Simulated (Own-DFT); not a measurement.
InGa$_{3}$As$_{4}$ (zincblende random alloy, strained, atoms displaced) (calculated)

Computed with Own-DFT development build. A calculation, not a measurement: plane-wave PBE density functional theory by an unreviewed code, no spin, of a simulated periodic cell, stress positive in tension, free energy of the whole cell less one offset for each atom, forces on such cells passed a denser k mesh, this cell's mesh not checked; offsets are fitted by least squares, one for each functional and potential file, so energies compare only between cells with the same atoms and settings and are not formation energies; the far tail of each file's local potential was reset to the Coulomb form; each entry is a single point on an unrelaxed cell, so the pressure reflects the starting lattice, mostly measured values, from which strain is counted, and rises with the displacements; printed positions are rounded, which can move forces by about a meV/angstrom; the program is a retired in-house code; no spin-orbit coupling.

Common to all runs: functional PBE; potential files PseudoDojo norm-conserving, scalar-relativistic, standard set; wave cutoff 42 hartree; occupations Fermi-Dirac; smearing width 0.1 eV; k mesh 3 x 3 x 3 centred on Gamma.

(1) 
```cif
# cell vector a (Å): 11.3795 0.0591 0.1155
# cell vector b (Å): 0.0591 11.5397 0.1501
# cell vector c (Å): 0.1155 0.1501 11.4740
data_InGa3As4
_symmetry_space_group_name_H-M 'P 1'
_symmetry_Int_Tables_number 1
_cell_length_a 11.3802
_cell_length_b 11.5408
_cell_length_c 11.4756
_cell_angle_alpha 88.502
_cell_angle_beta 88.838
_cell_angle_gamma 89.402
_cell_volume 1506.27
loop_
_atom_site_label
_atom_site_type_symbol
_atom_site_fract_x
_atom_site_fract_y
_atom_site_fract_z
_atom_site_occupancy
In1 In 0.99522 0.00432 0.99952 1
Ga1 Ga 0.99759 0.24161 0.25171 1
Ga2 Ga 0.25164 0.00313 0.24957 1
In2 In 0.25019 0.25140 0.99788 1
As1 As 0.12484 0.12673 0.12551 1
As2 As 0.13138 0.37526 0.37476 1
As3 As 0.37497 0.12333 0.37648 1
As4 As 0.37079 0.37206 0.12941 1
Ga3 Ga 0.00186 0.00048 0.50350 1
In3 In 0.99832 0.24677 0.75349 1
In4 In 0.24212 0.00099 0.74941 1
Ga4 Ga 0.24808 0.25378 0.49216 1
As5 As 0.12336 0.12294 0.62801 1
As6 As 0.12711 0.37202 0.87458 1
As7 As 0.37201 0.12411 0.88118 1
As8 As 0.36728 0.37274 0.61863 1
Ga5 Ga 0.99847 0.49658 0.00684 1
Ga6 Ga 0.00207 0.74294 0.25621 1
Ga7 Ga 0.24217 0.50416 0.25238 1
Ga8 Ga 0.25272 0.74406 0.00526 1
As9 As 0.13222 0.62400 0.13305 1
As10 As 0.12324 0.87129 0.37965 1
As11 As 0.37196 0.62563 0.37537 1
As12 As 0.37787 0.87276 0.12207 1
In5 In 0.98796 0.49998 0.50135 1
Ga9 Ga 0.99819 0.75773 0.75272 1
Ga10 Ga 0.24159 0.49619 0.75245 1
Ga11 Ga 0.25044 0.75083 0.49777 1
As13 As 0.12067 0.62955 0.63146 1
As14 As 0.13097 0.87781 0.86660 1
As15 As 0.37965 0.61884 0.88483 1
As16 As 0.37029 0.87373 0.62614 1
Ga12 Ga 0.50043 0.99693 0.00628 1
Ga13 Ga 0.49589 0.25728 0.24720 1
Ga14 Ga 0.75672 0.99843 0.25079 1
In6 In 0.75259 0.26126 0.00211 1
As17 As 0.61948 0.12282 0.12013 1
As18 As 0.62616 0.36975 0.37103 1
As19 As 0.87522 0.12392 0.37771 1
As20 As 0.87308 0.37406 0.12318 1
Ga15 Ga 0.49776 0.00235 0.50265 1
Ga16 Ga 0.50366 0.24748 0.74307 1
Ga17 Ga 0.75039 0.99501 0.75687 1
Ga18 Ga 0.74512 0.24392 0.50081 1
As21 As 0.62438 0.12848 0.61934 1
As22 As 0.62444 0.37445 0.87913 1
As23 As 0.87327 0.12525 0.87028 1
As24 As 0.86763 0.37680 0.62601 1
Ga19 Ga 0.49736 0.50516 0.00016 1
Ga20 Ga 0.50168 0.75558 0.24929 1
Ga21 Ga 0.74959 0.49547 0.25179 1
Ga22 Ga 0.74207 0.74961 0.00311 1
As25 As 0.62043 0.62144 0.12015 1
As26 As 0.62452 0.87282 0.37582 1
As27 As 0.87857 0.62823 0.37142 1
As28 As 0.87394 0.87052 0.12673 1
In7 In 0.49978 0.50190 0.49706 1
In8 In 0.50072 0.74859 0.75052 1
Ga23 Ga 0.75217 0.49267 0.74701 1
Ga24 Ga 0.74794 0.75128 0.50341 1
As29 As 0.62166 0.62044 0.62222 1
As30 As 0.62254 0.87513 0.86356 1
As31 As 0.87649 0.61867 0.87654 1
As32 As 0.86808 0.87452 0.62463 1
_calc_free_energy_of_cell_above_offsets '-21.207'  # eV
_calc_pressure 5.83  # GPa
_calc_stress_xx -6.16  # GPa
_calc_stress_yy -5.53  # GPa
_calc_stress_zz -5.79  # GPa
_calc_stress_yz 2.51  # GPa
_calc_stress_xz 0.96  # GPa
_calc_stress_xy 0.29  # GPa
```

Force:
```
element  x (eV/Å)  y (eV/Å)  z (eV/Å)
     In     0.917    -0.735      0.15
     Ga     0.465     0.948    -0.024
     Ga    -0.033    -0.429     0.178
     In     0.485     0.306     0.861
     As    -0.401    -0.583     1.316
     As    -1.307     -0.47    -0.664
     As    -0.051      0.29    -0.353
     As     0.377     1.705     0.169
     Ga    -0.079    -0.136     0.048
     In     0.527     1.314    -0.907
     In     2.731     1.205    -0.402
     Ga     0.306    -0.903     0.753
     As    -0.456     0.992    -2.869
     As    -1.332     1.657     0.099
     As     2.049    -0.851     -1.23
     As    -0.369     -0.62     1.291
     Ga      0.77     0.503    -0.443
     Ga     0.515      1.11    -0.737
     Ga     1.593    -0.585     0.417
     Ga     0.063     0.593    -0.587
     As    -1.502     0.264    -1.049
     As    -0.055     0.482    -0.622
     As    -0.773      0.98    -1.343
     As    -0.761     0.006     0.459
     In      2.02     0.213     0.072
     Ga    -0.072    -0.417     0.182
     Ga     0.859     0.664    -0.372
     Ga     0.039    -0.223     0.608
     As     0.459     0.164    -0.094
     As    -1.927    -3.096      2.71
     As    -1.962     -0.03     -0.83
     As     0.172     0.035    -1.616
     Ga     0.203     0.229    -1.052
     Ga     0.466    -1.017     0.285
     Ga    -0.696     0.174    -0.071
     In    -0.265     -1.92    -0.248
     As       0.1    -0.314     1.295
     As      0.31    -0.556    -0.296
     As    -0.221     -0.33     0.167
     As     1.517     0.842     2.122
     Ga     0.136    -0.447    -0.067
     Ga    -0.705      0.46      0.75
     Ga     0.219     0.982    -0.971
     Ga     0.783     0.921    -0.468
     As    -0.146    -1.366     0.888
     As    -1.703     1.216    -1.828
     As    -2.162    -0.999     0.239
     As      -1.2    -1.757    -0.074
     Ga     0.544    -1.458     0.822
     Ga    -0.011    -0.637     0.157
     Ga     0.155      0.71    -0.299
     Ga     0.629     0.089    -0.634
     As     0.118     0.075     1.013
     As     0.002     0.486     0.054
     As      -2.3     0.303    -0.461
     As    -0.496     -1.02     0.564
     In     0.139    -0.625    -0.121
     In    -0.527    -0.463     -0.33
     Ga     -0.71     0.966     0.791
     Ga     0.023    -0.324    -0.325
     As     1.942     0.046     0.439
     As     0.519     0.668      2.47
     As     -0.33     0.568    -0.032
     As     0.402     0.146     0.054
```

(2) 
```cif
# cell vector a (Å): 11.4016 -0.0286 0.0943
# cell vector b (Å): -0.0286 11.5012 0.1721
# cell vector c (Å): 0.0943 0.1721 11.5135
data_InGa3As4
_symmetry_space_group_name_H-M 'P 1'
_symmetry_Int_Tables_number 1
_cell_length_a 11.4020
_cell_length_b 11.5025
_cell_length_c 11.5152
_cell_angle_alpha 88.288
_cell_angle_beta 89.059
_cell_angle_gamma 90.279
_cell_volume 1509.34
loop_
_atom_site_label
_atom_site_type_symbol
_atom_site_fract_x
_atom_site_fract_y
_atom_site_fract_z
_atom_site_occupancy
Ga1 Ga 0.00006 0.00154 0.00259 1
Ga2 Ga 0.00028 0.25184 0.24410 1
In1 In 0.25388 0.99171 0.24903 1
Ga3 Ga 0.24499 0.25470 0.99703 1
As1 As 0.12650 0.12061 0.12265 1
As2 As 0.11814 0.37977 0.37538 1
As3 As 0.37517 0.12428 0.37269 1
As4 As 0.37487 0.37367 0.11919 1
Ga4 Ga 0.00704 0.99515 0.50796 1
Ga5 Ga 0.00679 0.24352 0.75168 1
In2 In 0.25343 0.00568 0.74229 1
In3 In 0.25300 0.25659 0.50075 1
As5 As 0.12791 0.11749 0.61989 1
As6 As 0.12072 0.37940 0.87908 1
As7 As 0.37545 0.11959 0.87886 1
As8 As 0.37560 0.37146 0.62287 1
In4 In 0.00195 0.50822 0.99635 1
Ga6 Ga 0.99973 0.74637 0.25304 1
Ga7 Ga 0.24779 0.49642 0.25415 1
Ga8 Ga 0.24847 0.74597 0.00194 1
As9 As 0.12295 0.62874 0.11914 1
As10 As 0.11720 0.87862 0.37337 1
As11 As 0.37353 0.62880 0.37394 1
As12 As 0.37313 0.88301 0.12012 1
In5 In 0.00354 0.49366 0.49549 1
In6 In 0.99283 0.75326 0.75857 1
In7 In 0.24723 0.50544 0.75099 1
Ga9 Ga 0.24430 0.74919 0.50599 1
As13 As 0.13252 0.62216 0.61708 1
As14 As 0.12669 0.88484 0.87413 1
As15 As 0.37799 0.62315 0.88002 1
As16 As 0.37943 0.88433 0.62837 1
Ga10 Ga 0.49315 0.00129 0.00623 1
Ga11 Ga 0.49705 0.25562 0.25272 1
Ga12 Ga 0.74982 0.00295 0.25895 1
Ga13 Ga 0.74591 0.24540 0.00058 1
As17 As 0.62381 0.13916 0.13159 1
As18 As 0.62633 0.38617 0.37220 1
As19 As 0.88411 0.12100 0.37454 1
As20 As 0.87487 0.37437 0.11769 1
Ga14 Ga 0.50125 0.00690 0.49626 1
Ga15 Ga 0.49881 0.24192 0.74634 1
Ga16 Ga 0.75690 0.00505 0.75208 1
In8 In 0.74509 0.24443 0.49928 1
As21 As 0.62029 0.13501 0.62325 1
As22 As 0.62914 0.38161 0.87258 1
As23 As 0.86740 0.12475 0.87157 1
As24 As 0.86647 0.37498 0.62635 1
Ga17 Ga 0.49730 0.49964 0.00765 1
Ga18 Ga 0.50199 0.74295 0.25967 1
Ga19 Ga 0.74415 0.49509 0.25535 1
Ga20 Ga 0.75022 0.75133 0.99822 1
As25 As 0.62676 0.63023 0.12810 1
As26 As 0.61883 0.87561 0.37182 1
As27 As 0.87967 0.62932 0.37015 1
As28 As 0.87413 0.87095 0.12154 1
Ga21 Ga 0.49489 0.50506 0.50298 1
Ga22 Ga 0.50363 0.75901 0.74390 1
Ga23 Ga 0.74740 0.49868 0.75444 1
Ga24 Ga 0.74389 0.74837 0.50559 1
As29 As 0.62266 0.62742 0.61814 1
As30 As 0.62842 0.87327 0.87141 1
As31 As 0.87113 0.62316 0.87062 1
As32 As 0.88325 0.87407 0.62975 1
_calc_free_energy_of_cell_above_offsets '-20.087'  # eV
_calc_pressure 5.96  # GPa
_calc_stress_xx -6.31  # GPa
_calc_stress_yy -5.69  # GPa
_calc_stress_zz -5.87  # GPa
_calc_stress_yz 2.53  # GPa
_calc_stress_xz 2  # GPa
_calc_stress_xy -1.36  # GPa
```

Force:
```
element  x (eV/Å)  y (eV/Å)  z (eV/Å)
     Ga    -0.304     0.026    -0.382
     Ga     0.153    -0.079    -0.204
     In     -0.29     1.217     0.502
     Ga     0.434    -0.491     0.043
     As    -0.778     1.213    -0.347
     As     1.249    -2.082     -2.66
     As     0.752     0.295     0.066
     As    -0.837    -0.263     0.976
     Ga    -0.587     0.214    -0.772
     Ga    -0.553     0.495    -0.271
     In     0.468    -0.106     1.368
     In    -0.407    -0.536    -1.065
     As    -2.036     1.492    -0.244
     As     0.193    -2.275    -0.867
     As     0.234     1.567      0.41
     As     1.442     0.833     1.248
     In    -0.583    -0.133     0.434
     Ga     0.383     0.863    -0.997
     Ga     0.385     0.557    -0.857
     Ga     0.599     1.087    -0.718
     As     0.866     0.367     2.153
     As    -0.345    -1.595     1.177
     As     -0.98    -0.603     0.656
     As     0.968    -3.208    -0.326
     In    -1.592     1.673     1.494
     In     2.606    -0.272    -0.317
     In     1.289    -0.546     0.199
     Ga     1.091     1.349    -1.036
     As    -1.613      0.94     0.396
     As    -0.267    -1.019     1.613
     As     0.611      1.14     0.073
     As     0.636    -1.758    -1.878
     Ga       1.8     0.538     -0.56
     Ga     0.207     0.438     0.034
     Ga     0.271    -0.027    -0.965
     Ga     0.496     0.904     -0.57
     As    -0.356    -1.593     0.086
     As    -2.085     -0.92     0.864
     As     0.184    -0.401    -0.003
     As    -1.131    -0.678     1.249
     Ga     0.263    -0.176     0.194
     Ga    -0.144      1.06     0.974
     Ga    -0.762    -0.514    -0.856
     In     1.578     1.263    -1.652
     As    -1.022    -3.031     1.501
     As    -1.448    -1.217     0.861
     As      0.98     0.284     0.888
     As     0.662    -0.281     1.375
     Ga     1.068     0.555    -0.562
     Ga     0.096     0.988    -1.388
     Ga     1.731     1.404    -1.609
     Ga     0.115    -0.053    -0.094
     As    -0.242    -0.652    -0.024
     As     0.385     0.018     0.833
     As    -1.912    -0.308     0.445
     As    -0.133     0.395     0.626
     Ga     0.315    -0.149    -0.518
     Ga    -0.013    -0.677     0.516
     Ga     0.426     0.737    -1.125
     Ga     1.224     0.989    -1.123
     As    -0.451    -0.742     1.366
     As    -0.399     0.659     0.385
     As    -2.402    -0.466     0.697
     As    -2.486     1.287    -1.712
```

(3) 
```cif
# cell vector a (Å): 11.2917 0.1292 0.0312
# cell vector b (Å): 0.1292 11.6095 0.1308
# cell vector c (Å): 0.0312 0.1308 11.5066
data_InGa3As4
_symmetry_space_group_name_H-M 'P 1'
_symmetry_Int_Tables_number 1
_cell_length_a 11.2925
_cell_length_b 11.6110
_cell_length_c 11.5074
_cell_angle_alpha 88.702
_cell_angle_beta 89.679
_cell_angle_gamma 88.705
_cell_volume 1508.02
loop_
_atom_site_label
_atom_site_type_symbol
_atom_site_fract_x
_atom_site_fract_y
_atom_site_fract_z
_atom_site_occupancy
In1 In 0.99778 0.00384 0.00337 1
Ga1 Ga 0.00229 0.24840 0.24477 1
Ga2 Ga 0.25426 0.99972 0.24515 1
Ga3 Ga 0.24415 0.24887 0.99885 1
As1 As 0.12024 0.12826 0.12042 1
As2 As 0.12067 0.37542 0.37965 1
As3 As 0.37623 0.13046 0.37640 1
As4 As 0.37170 0.37240 0.12435 1
In2 In 0.99571 0.99554 0.50112 1
Ga4 Ga 0.99559 0.25996 0.74571 1
Ga5 Ga 0.25072 0.99950 0.74691 1
In3 In 0.25187 0.24992 0.49224 1
As5 As 0.13898 0.12441 0.62888 1
As6 As 0.11903 0.37008 0.87584 1
As7 As 0.37504 0.12152 0.87848 1
As8 As 0.37480 0.37252 0.62783 1
Ga6 Ga 0.00661 0.50036 0.00515 1
Ga7 Ga 0.00076 0.74854 0.24863 1
Ga8 Ga 0.25842 0.49592 0.25721 1
Ga9 Ga 0.24786 0.74869 0.99662 1
As9 As 0.12861 0.62405 0.11722 1
As10 As 0.12808 0.87469 0.37548 1
As11 As 0.37272 0.62488 0.36806 1
As12 As 0.37187 0.87715 0.12944 1
Ga10 Ga 0.00069 0.50395 0.49407 1
Ga11 Ga 0.99146 0.75174 0.75263 1
In4 In 0.24899 0.50349 0.74989 1
In5 In 0.25121 0.74688 0.49432 1
As13 As 0.12343 0.62803 0.62421 1
As14 As 0.12767 0.87858 0.88027 1
As15 As 0.37938 0.63207 0.87325 1
As16 As 0.37906 0.87685 0.62554 1
Ga12 Ga 0.49521 0.00166 0.99924 1
Ga13 Ga 0.49754 0.24251 0.25682 1
Ga14 Ga 0.74781 0.99769 0.25012 1
Ga15 Ga 0.74400 0.24807 0.99921 1
As17 As 0.62510 0.12208 0.11625 1
As18 As 0.62618 0.37774 0.38359 1
As19 As 0.87403 0.12074 0.37342 1
As20 As 0.87278 0.38051 0.12477 1
Ga16 Ga 0.49655 0.00074 0.49766 1
In6 In 0.50819 0.25193 0.74616 1
Ga17 Ga 0.74891 0.99943 0.75045 1
Ga18 Ga 0.75169 0.24868 0.49762 1
As21 As 0.62701 0.12218 0.62020 1
As22 As 0.62782 0.37068 0.87572 1
As23 As 0.87129 0.11308 0.87376 1
As24 As 0.87521 0.37524 0.61357 1
Ga19 Ga 0.50580 0.49702 0.99294 1
Ga20 Ga 0.49635 0.74907 0.25141 1
In7 In 0.74724 0.49093 0.25071 1
Ga21 Ga 0.74733 0.74694 0.00348 1
As25 As 0.62972 0.61776 0.12884 1
As26 As 0.62893 0.88247 0.37862 1
As27 As 0.87381 0.62923 0.37746 1
As28 As 0.87948 0.87386 0.12754 1
Ga22 Ga 0.49769 0.49660 0.50212 1
Ga23 Ga 0.50012 0.75089 0.75254 1
In8 In 0.74798 0.49710 0.75023 1
Ga24 Ga 0.75835 0.75260 0.49864 1
As29 As 0.61676 0.62571 0.62376 1
As30 As 0.62713 0.87709 0.86610 1
As31 As 0.87645 0.63199 0.86530 1
As32 As 0.87603 0.87723 0.61865 1
_calc_free_energy_of_cell_above_offsets '-21.303'  # eV
_calc_pressure 5.69  # GPa
_calc_stress_xx -6.39  # GPa
_calc_stress_yy -5.11  # GPa
_calc_stress_zz -5.56  # GPa
_calc_stress_yz 2.09  # GPa
_calc_stress_xz 0.73  # GPa
_calc_stress_xy 1.81  # GPa
```

Force:
```
element  x (eV/Å)  y (eV/Å)  z (eV/Å)
     In     0.547    -0.727     0.246
     Ga    -0.487     0.362     0.583
     Ga    -0.697     0.666     0.732
     Ga     0.626     -0.05     0.048
     As     1.439     0.482     1.287
     As    -0.885     0.997    -1.926
     As     0.636      -2.4    -1.473
     As     0.449    -0.091    -0.179
     In     2.111     1.466    -0.071
     Ga     0.241    -1.292     0.163
     Ga     0.653    -0.479     0.975
     In    -0.034     0.643      1.59
     As     -2.05      0.22     0.481
     As    -0.367     0.108     0.332
     As     -0.91     0.208    -0.319
     As    -0.017     0.966    -1.363
     Ga    -0.612      0.19    -0.759
     Ga     0.553    -0.101      0.19
     Ga    -0.891    -0.076    -0.781
     Ga     0.561     0.322     0.319
     As     0.081    -0.194     1.233
     As    -0.533     0.581    -2.371
     As     1.366    -1.255    -0.145
     As     0.446    -0.661    -1.003
     Ga     0.103     0.293     0.698
     Ga     1.353     0.918    -0.633
     In     0.187    -0.265     0.769
     In     0.631     0.373     1.242
     As    -1.991     0.084    -0.121
     As     0.221    -0.862    -1.617
     As     0.158    -0.217     0.861
     As     0.011     0.155     0.188
     Ga     0.556    -0.726     0.098
     Ga     0.986     0.904    -1.002
     Ga     0.375      0.32     -0.44
     Ga     1.147    -0.186     0.128
     As    -0.393    -0.033     1.095
     As    -1.461    -1.572     0.319
     As    -0.826     1.443    -1.346
     As     1.346    -1.913    -1.598
     Ga     0.395     0.079      0.37
     In    -0.321     -0.97      0.76
     Ga     0.268    -0.046     -0.69
     Ga     0.167    -0.388     0.077
     As     0.653    -0.729    -0.787
     As    -0.238     0.187     1.233
     As    -1.093     2.581    -1.529
     As      0.32    -0.313    -0.323
     Ga    -0.449     0.317     0.803
     Ga     0.914     0.316    -0.122
     In     0.829     0.824     1.466
     Ga     0.371     0.381    -0.315
     As    -1.968      1.74    -1.602
     As    -0.662    -0.996    -0.299
     As     0.464    -0.037     -0.46
     As    -1.604    -0.956     0.599
     Ga    -0.246     0.514     0.107
     Ga      0.45      0.41      -0.4
     In     0.626     0.515    -0.414
     Ga     -0.94    -0.029     0.538
     As    -0.067     0.791    -0.972
     As    -0.566    -0.466     1.197
     As    -0.142    -0.723     2.047
     As    -1.786      -1.6     2.285
```
